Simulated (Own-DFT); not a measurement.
# Computed records: Hf36O71 (tetragonal hafnia with one neutral oxygen vacancy, atoms displaced)

Computed with Own-DFT development build. A calculation, not a measurement: plane-wave PBE and HSE06 DFT by an unreviewed code, no spin, of a simulated cell at Gamma alone, so results move with cell size and shape, stress positive in tension, energies less offsets, not probed for a lower state with spin; hafnium file: forces about 75 meV/angstrom off all-electron values; oxygen file: force components 24 meV/angstrom off all-electron in a glass; k mesh not checked against a denser one; forces and stress are PBE's, HSE06 gives the energy alone, and its difference from PBE has offsets of its own; offsets are fitted by least squares, one for each functional and potential file, so energies compare only between cells with the same atoms and settings and are not formation energies; the far tail of each file's local potential was reset to the Coulomb form; each entry is a single point on an unrelaxed cell, so the pressure reflects the starting lattice, taken from the Materials Project, from which strain is counted, and rises with the displacements; printed positions are rounded, which can move forces by about a meV/angstrom; the program is a retired in-house code; no spin-orbit coupling.

Common to all runs: first functional PBE; second functional HSE06; exact exchange share 0.25; screening 0.11 1/bohr; exchange divergence Gygi-Baldereschi; potential files PseudoDojo norm-conserving, scalar-relativistic, made for PBE, standard set; wave cutoff 48 hartree; occupations fixed; k mesh 1 x 1 x 1 centred on Gamma.

(1) 
```xyz
107
Lattice="10.7800 0.0000 0.0000 0.0000 10.7800 0.0000 0.0000 0.0000 10.4493" Properties=species:S:1:pos:R:3:force_x:R:1:force_y:R:1:force_z:R:1 formula=Hf36O71 PBE_energy_of_cell_above_offsets=-89.051 HSE06_less_PBE_above_offsets=0.532 PBE_pressure=4.87 PBE_stress_xx=-2.88 PBE_stress_yy=-6.68 PBE_stress_zz=-5.03 PBE_stress_yz=0.09 PBE_stress_xz=-0.66 PBE_stress_xy=-0.26
Hf     0.0529    10.7146    10.3330     -0.066      1.685      1.956
Hf     1.7446     1.7275     2.6224      0.846      2.781     -0.762
O      0.1065     1.7028     1.5731     -2.489      0.483     -0.159
O      1.7983     0.0376     3.6112     -0.468     -0.111      1.533
O      1.8136    10.7126     1.0351     -0.782       0.47     -0.566
Hf     0.0235     0.0335     5.2623      2.151      1.486      0.014
Hf     1.7653     1.8409     7.8622     -0.539     -0.148     -0.678
O     10.7777     2.0038     6.8346      0.179     -1.875      0.101
O      1.8586    10.6702     8.9441     -1.644      1.311      0.078
O      0.0048     1.8140     9.4199     -0.499     -1.456     -0.583
O      1.8710     0.1412     6.3177     -3.464       -2.1     -1.749
Hf     0.0485     3.5267    10.3737      1.684      2.083      2.969
Hf     1.7543     5.4026     2.6748      0.318     -1.264     -0.249
O      0.0909     5.3786     1.6339     -1.883      0.656     -0.689
O      1.7348     3.5290     3.6779      0.119     -0.359     -0.165
O      0.0504     5.3874     4.2140     -0.275      1.212      0.407
O      1.8694     3.6098     0.9701     -1.144     -0.574     -0.954
Hf    10.7140     3.6517     5.1426      2.733     -0.446      0.052
Hf     1.7261     5.4150     7.8424        0.2     -0.739     -1.101
O     10.7501     5.4153     6.8247     -0.552     -0.163      0.425
O      1.8430     3.5562     8.8566     -0.586      0.955      1.068
O     10.6721     5.3955     9.4299      0.533     -0.187      0.402
O      1.8922     3.5783     6.3868     -0.424      0.666     -1.586
Hf    10.7498     7.2853     0.0172       0.85     -3.255      0.142
Hf     1.6692     9.1292     2.5620       4.94     -2.544      0.771
O     10.7618     9.1735     1.6052     -2.377     -1.225     -1.733
O      1.8953     7.1046     3.5793       0.16      2.578      0.015
O      0.0867     8.9388     4.1626     -1.653      1.864     -0.599
O      1.8223     7.2135     0.9302     -2.261      0.407     -0.105
Hf    10.6909     7.3868     5.4546      5.364     -3.909     -3.124
Hf     1.6897     8.9654     7.8978      3.462      0.601     -1.896
O     10.7722     9.0407     6.6918     -0.091     -0.123      1.067
O      1.8397     7.2552     8.8032      -0.68     -1.147       1.18
O     10.7374     8.9455     9.2880     -0.336      0.481      0.742
O      1.8117     7.0499     6.2495     -0.822      1.411     -0.296
Hf     3.6227     0.0748    10.4347     -0.156     -3.319      1.344
Hf     5.3609     1.7826     2.6270     -1.043     -0.534      -1.44
O      3.5945     1.8462     1.5847      0.047     -0.589      0.809
O      5.4375    10.7496     3.7444      0.385      1.442       0.05
O      3.7007     1.9002     4.2560      0.287     -2.942     -1.154
O      5.3721     0.1396     1.1136      1.372     -0.255     -0.204
Hf     3.6904     0.0934     5.2568     -2.103     -1.557      0.587
Hf     5.5343     1.7501     7.8115     -2.737     -0.935      1.887
O      3.3355     1.6379     6.8311      6.467      0.968     -0.485
O      5.3301    10.6097     8.9610      0.864      3.385     -0.609
O      3.6308     1.7080     9.4579      0.268      2.437      -1.41
O      5.3806    10.7030     6.3151       1.79      1.381     -0.066
Hf     3.6839     3.5872    10.3428     -1.703     -0.608      2.476
Hf     5.4007     5.3773     2.6535     -1.444       0.89     -2.387
O      3.5709     5.2845     1.6681      1.048      0.593       0.53
O      5.3017     3.5209     3.5788      1.333      2.051      1.161
O      3.5951     5.4016     4.3307      1.434     -0.858     -1.349
O      5.3781     3.6154     1.0917      1.242      -0.38     -0.975
Hf     3.7003     3.5973     5.1611     -4.797      0.845      1.503
Hf     5.3997     5.4770     7.8546     -0.997       0.21      0.214
O      3.4697     5.5040     6.9342      3.898     -0.174      0.085
O      5.4294     3.5900     8.7568     -0.529     -0.191      0.095
O      3.4987     5.3694     9.5424      0.592     -0.031     -1.566
O      5.3522     3.5885     6.1820      1.055     -0.396      1.501
Hf     3.5501     7.1497    10.3702      0.793      2.446      1.456
Hf     5.4492     9.0564     2.6088     -4.884      0.426     -0.968
O      3.5076     9.0367     1.5903      0.967      0.197       0.62
O      5.4395     7.3801     3.4954     -0.283     -4.477      2.013
O      3.6129     9.0227     4.2251     -0.181      0.703      0.559
O      5.2826     7.2198     1.0179      1.438     -0.568     -0.652
Hf     3.6956     7.1809     5.1266     -2.678      2.297      1.263
Hf     5.3450     9.0089     7.8243     -0.628     -1.058     -0.306
O      3.5726     8.9963     6.8714     -0.671      -0.19     -0.348
O      5.3800     7.2014     8.9583      0.547     -0.652     -1.468
O      3.6650     9.0183     9.3805     -0.553     -1.082      0.728
O      5.4558     7.2882     6.1314      0.258     -1.035      0.533
Hf     7.1741    10.7565    10.4017     -0.473     -0.253      0.783
Hf     8.8357     1.8564     2.5754      5.672      3.232      0.229
O      7.3097     1.8544     1.5952     -4.868      0.329     -1.523
O      8.8875     0.2375     3.5059      0.525     -5.515      2.581
O      7.1496     1.7832     4.2710      -0.22      1.759     -0.313
O      8.9239     0.0297     0.9619      0.633     -0.783      0.038
Hf     7.1747    10.7497     5.0504      0.082     -1.588      2.143
Hf     9.0364     1.7857     7.8467      0.949      0.141     -0.757
O      7.2472     1.8612     6.8956     -0.482      0.235     -1.466
O      8.9336     0.0516     8.9024      0.881         -1     -0.568
O      7.1157     1.7054     9.4462     -0.637      1.367      -0.35
O      9.0808     0.0155     6.3216     -1.015       0.19     -1.107
Hf     7.2082     3.5907     0.0624     -0.319      0.459     -0.121
Hf     8.9426     5.5009     2.6374      2.153     -2.829     -1.922
O      7.1833     5.4015     1.5563      -0.92      0.054      0.335
O      9.0236     3.7246     3.6063     -0.589     -1.897      0.688
O      7.1488     5.4196     4.0786     -0.735     -2.012      0.782
O      8.9927     3.7099     1.0074      0.549     -0.856     -0.818
Hf     7.0978     3.5843     5.3051      2.917      0.169     -0.662
Hf     9.0105     5.2486     7.9286      0.427      2.522      -2.11
O      7.1684     5.4418     6.8064      0.143     -0.768     -0.781
O      8.8344     3.5771     8.7811      0.112     -2.372      2.214
O      7.1337     5.3293     9.4537      0.101      1.337     -0.017
O      9.1217     3.5178     6.2906      -3.99       0.96     -0.404
Hf     7.1789     7.2542     0.0203     -2.198     -0.928      -0.16
Hf     9.0435     8.9694     2.7169     -1.482      0.596     -0.719
O      7.0589     8.8832     1.6389      4.388      0.074     -2.466
O      9.0213     7.0872     3.7128     -0.291      3.443      0.193
O      7.1813     8.9377     4.0811      1.856      0.908      0.972
O      8.9417     7.0423     1.1007      1.119      2.205       -0.9
Hf     7.2500     7.0546     5.1173     -0.808      2.569      1.863
Hf     8.9719     9.0279     7.7921     -1.641     -0.241      0.246
O      7.2515     8.9686     6.7600      0.098      0.456      -0.26
O      9.0408     7.1125     8.7313     -0.755      1.842      1.171
O      7.1667     9.0761     9.2879      1.225     -1.993      1.317
O      9.0198     7.1366     6.1547     -3.604      0.239      1.909
```

Units: PBE_energy_of_cell_above_offsets, HSE06_less_PBE_above_offsets in eV; PBE_pressure, PBE_stress_xx, PBE_stress_yy, PBE_stress_zz, PBE_stress_yz, PBE_stress_xz, PBE_stress_xy in GPa; force_x, force_y, force_z in eV/Å.

(2) 
```xyz
107
Lattice="10.7800 0.0000 0.0000 0.0000 10.7800 0.0000 0.0000 0.0000 10.4493" Properties=species:S:1:pos:R:3:force_x:R:1:force_y:R:1:force_z:R:1 formula=Hf36O71 PBE_energy_of_cell_above_offsets=-96.098 HSE06_less_PBE_above_offsets=0.121 PBE_pressure=2.67 PBE_stress_xx=-3.18 PBE_stress_yy=-1.76 PBE_stress_zz=-3.09 PBE_stress_yz=-0.28 PBE_stress_xz=0 PBE_stress_xy=0.08
Hf    10.7666     0.0032    10.4340     -0.215     -1.086     -1.154
Hf     1.9038     1.8166     2.6221     -2.818     -1.077      1.228
O     10.6978     1.8097     1.5946      1.941      0.146     -0.055
O      1.8181    10.7363     3.6427      0.537      1.606     -0.732
O     10.7780     1.7339     4.2192      0.319      0.229     -0.481
O      1.6826     0.0032     0.9536      2.474      0.377      1.324
Hf    10.6937    10.7593     5.2051      3.419      1.572      0.099
Hf     1.7936     1.7234     7.8180     -0.712      0.704     -0.149
O     10.7213     1.8718     6.8343      1.358     -0.858      0.198
O      1.7494    10.7124     8.8556       0.54     -0.248     -0.005
O      0.0214     1.7505     9.4356     -0.269      0.444     -0.045
O      1.8042    10.7193     6.2342     -0.784      0.558     -0.279
Hf     0.1040     3.5281     0.0539     -2.666      0.812     -2.778
Hf     1.7802     5.3760     2.6246      0.278      1.327     -0.693
O     10.6930     5.2809     1.4931      1.666      1.386       2.15
O      1.8133     3.5793     3.6457      0.115       0.27     -0.761
O      0.0313     5.3567     4.2614     -0.369      1.592     -1.329
O      1.7325     3.5914     0.9590      3.458     -0.259       2.48
Hf    10.7344     3.5937     5.1227      0.486     -1.596      2.643
Hf     1.7969     5.3873     7.8970     -1.181     -1.158     -0.597
O     10.7755     5.2919     6.9012     -0.008      0.633     -0.371
O      1.7628     3.5664     8.8465      0.437     -0.288      0.021
O      0.1084     5.3973     9.4705      0.098      0.003     -0.061
O      1.7816     3.5583     6.2553      0.298      0.158      -0.84
Hf    10.7303     7.1914    10.4486      1.566     -0.104      -1.02
Hf     1.8246     8.9931     2.6210     -0.174     -0.996      0.368
O      0.0885     9.0155     1.6177     -2.155     -0.263      0.502
O      1.7914     7.1753     3.6643     -0.548     -0.259     -1.054
O      0.0498     9.0300     4.2242     -0.848     -0.943      -0.38
O      1.7561     7.1982     0.9907      0.866     -0.194      0.364
Hf     0.0256     7.2733     5.1996       1.03     -1.212      1.088
Hf     1.8462     8.8837     7.8372     -0.821      1.988     -0.157
O      0.0772     8.9088     6.9003      -1.86     -0.207     -1.401
O      1.8766     7.2427     8.8951      0.274     -1.598     -0.304
O     10.7651     8.9395     9.4214     -0.189       0.76      0.553
O      1.8697     7.1834     6.1438     -1.283      0.302      1.161
Hf     3.5227    10.7560     0.0520      0.777      0.399     -1.568
Hf     5.3199     1.8292     2.5237      0.881     -1.122      2.153
O      3.5525     1.7854     1.5600      0.135      0.163     -0.563
O      3.6084     1.8558     4.2634     -0.325     -1.903     -1.253
O      5.4078     0.0968     1.0057     -0.332     -0.766      0.137
Hf     3.5705    10.7334     5.2158      0.221      0.799      0.851
Hf     5.3902     1.8098     7.8451     -0.869      -0.56      0.054
O      3.5610     1.7900     6.8549      0.907     -0.296     -0.484
O      5.3375     0.0598     8.9134      0.606     -1.464     -0.361
O      3.5756     1.7270     9.3934     -0.513      0.488      1.336
O      5.5326    10.7506     6.3239     -1.581     -0.381     -1.601
Hf     3.6167     3.5816     0.0118     -0.636     -0.109     -1.508
Hf     5.4248     5.3474     2.5486     -0.702      0.715      0.626
O      3.6021     5.4187     1.5214      -0.62      -0.78      1.259
O      5.3364     3.5296     3.6573      0.329      0.858     -0.842
O      3.6774     5.4213     4.2160     -0.411     -0.634     -0.805
O      5.3991     3.6283     0.9386     -0.207     -0.208      1.332
Hf     3.5763     3.6138     5.2205     -0.408      0.617      1.145
Hf     5.3915     5.3600     7.8699     -0.181     -0.894      0.183
O      3.5594     5.4171     6.7172      1.149      0.168      1.584
O      5.3052     3.5679     8.9019      0.142      0.666     -0.307
O      3.5450     5.3413     9.4834      0.047      0.575     -1.258
O      5.3669     3.5784     6.3076      0.516      0.502     -0.312
Hf     3.5883     7.2170    10.3414     -0.019     -2.034      2.361
Hf     5.4036     8.9304     2.5793     -0.521       0.03      0.998
O      3.6473     8.9916     1.6944     -0.851      0.415     -1.612
O      5.3981     7.1757     3.6163      0.112      0.243      0.018
O      3.5414     9.0181     4.2194      0.956     -0.838      0.159
O      5.4367     7.1644     1.0400     -0.774      0.073     -0.623
Hf     3.7085     7.1577     5.2830     -2.485     -0.045     -2.194
Hf     5.3873     8.9877     7.8368     -0.468      1.121      0.308
O      3.5878     9.0168     6.8389      1.128      0.047     -0.014
O      5.3735     7.1126     8.9186     -0.199      1.065     -1.181
O      3.6372     8.9358     9.4355      0.325       1.87     -0.188
O      5.3626     7.3242     6.2029      3.099      -0.07      1.677
Hf     7.2144    10.6881    10.4442     -0.712      2.356     -0.115
Hf     8.9565     1.8368     2.5282     -0.287     -0.175      0.801
O      7.0681     1.8105     1.6351      2.303      0.612     -1.378
O      8.9851    10.7790     3.6083     -0.347      0.037      0.689
O      7.1783     1.7838     4.1482     -0.373     -0.173      1.022
O      9.0400    10.7654     1.0875     -2.074     -0.626     -0.418
Hf     7.2550     0.0066     5.1480     -1.494      1.349       0.76
Hf     8.9773     1.7855     7.8389     -0.054      1.744     -0.107
O      7.1279     1.7591     6.8630       1.36      0.239     -1.064
O      8.9939     0.0292     8.8533     -0.583      -1.25      0.254
O      7.2414     1.8566     9.3554     -0.306     -1.393      1.447
O      9.0778     0.0630     6.2426     -2.232     -0.952      0.659
Hf     7.2270     3.5371     0.0169      1.155      1.083     -0.889
Hf     9.0072     5.4705     2.5753     -0.511     -2.399     -0.537
O      7.1861     5.4001     1.5174      0.968      0.009      0.785
O      9.0028     3.4586     3.6419     -0.018      2.628     -0.141
O      7.1075     5.3594     4.1669      0.636      0.401      0.676
O      9.0820     3.7008     1.0064     -2.616     -1.504      0.133
Hf     7.1573     3.6091     5.2601      0.435     -0.992     -0.272
Hf     8.9262     5.3813     7.8561      2.463     -0.035      0.645
O      7.2363     5.4174     6.9005     -2.402     -0.318     -1.683
O      8.9103     3.6447     8.8447      0.181       -0.9      0.251
O      7.1357     5.4095     9.4156      0.089     -0.559      0.256
O      9.0101     3.4586     6.2349     -1.651      0.965     -0.633
Hf     7.2408     7.1904    10.4343      -1.31     -1.095     -0.091
Hf     8.9215     9.0748     2.6096      1.433      -1.06     -1.218
O      7.1191     8.8472     1.5393      1.705      1.459      0.335
O      8.9869     7.1630     3.5898      0.172      1.315      0.582
O      7.2318     8.9056     4.2044      0.277      2.049     -0.828
O      9.0082     7.2360     0.9415     -0.714     -0.178      1.673
Hf     7.2357     7.2657     5.2098     -0.536     -2.781      0.548
Hf     8.9312     9.0302     7.7475      2.965     -0.947      2.131
O      7.2245     9.0618     6.8368     -0.724     -0.813     -0.861
O      9.0674     7.1780     8.8287       -1.1      0.653      0.142
O      7.1391     9.0118     9.4540      0.205     -0.944     -1.088
O      8.9708     7.1392     6.3049      0.216      0.958     -1.503
```

Units: PBE_energy_of_cell_above_offsets, HSE06_less_PBE_above_offsets in eV; PBE_pressure, PBE_stress_xx, PBE_stress_yy, PBE_stress_zz, PBE_stress_yz, PBE_stress_xz, PBE_stress_xy in GPa; force_x, force_y, force_z in eV/Å.
